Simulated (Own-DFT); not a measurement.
# What a defect does to the pressure of its cell: C40 NbSi2

No measurement is shown. These are fixed-geometry runs of a retired plane-wave code named Own-DFT, which no person has reviewed; spin and spin-orbit coupling are neglected.

Common settings: PBE; PseudoDojo norm-conserving scalar-relativistic files; cutoff 42 hartree; 4 x 4 x 5 k mesh centred on Gamma; cold (Marzari-Vanderbilt) smearing of 0.2 eV.

Caveats: forces on such cells failed a check on a denser k mesh; stress not checked against mesh or cutoff.

All runs share one cell, with vectors in Å (0.000, 8.324, 0.000); (-9.613, 0.000, 0.000); (0.000, 0.000, 6.586) and a volume of 527.0 Å³. The atoms are randomly displaced, by u rms on each axis. The defect's site can differ from row to row.

| cell | formula | u (Å) | P (GPa) |
|---|---|---|---|
| no defect | Nb12Si24 | 0.0190 | 1.46 |
| no defect | Nb12Si24 | 0.0199 | 1.55 |
| no defect | Nb12Si24 | 0.0507 | 2.60 |
| one Si vacancy | Nb12Si23 | 0.0299 | 0.87 |
| one Si vacancy | Nb12Si23 | 0.0302 | 1.00 |
| one Si vacancy | Nb12Si23 | 0.0460 | 1.74 |
| two Si on a Nb site each | Nb10Si26 | 0.0328 | 1.67 |
| two Si on a Nb site each | Nb10Si26 | 0.0329 | 1.72 |
| two Si on a Nb site each | Nb10Si26 | 0.0478 | 2.40 |
| two Si on a Nb site each | Nb10Si26 | 0.0549 | ? |
| two Nb on a Si site each | Nb14Si22 | 0.0278 | 7.42 |
| two Nb on a Si site each | Nb14Si22 | 0.0310 | 7.65 |
| two Nb on a Si site each | Nb14Si22 | 0.0484 | 7.99 |

## Fit

P = P0 + c u² + a shift for each defect gives P0 = 1.32 GPa, c = 498 ± 49 GPa/Å² and a scatter of 0.13 GPa. The shifts, and each times the cell's volume:

- two Nb on a Si site each: 5.69 ± 0.10 GPa, 18.7 eV (9.4 eV for each of its 2 sites)
- two Si on a Nb site each: -0.13 ± 0.10 GPa, -0.4 eV (-0.2 eV for each of its 2 sites) (not resolved)
- one Si vacancy: -0.76 ± 0.10 GPa, -2.5 eV

A positive shift means that the defect pushes the cell outwards. Shift times volume (160.2 GPa Å³ is 1 eV) depends little on the cell's size, so, taken for each site, it can be compared between cells at like pressure. The atoms around the defects weren't relaxed, which would change these numbers.

## Prediction

Question: what pressure belongs in the blank (two Si on a Nb site each, u = 0.0549 Å)?

From the fit: 2.69 ± 0.16 GPa. The run itself gave 2.65 GPa.
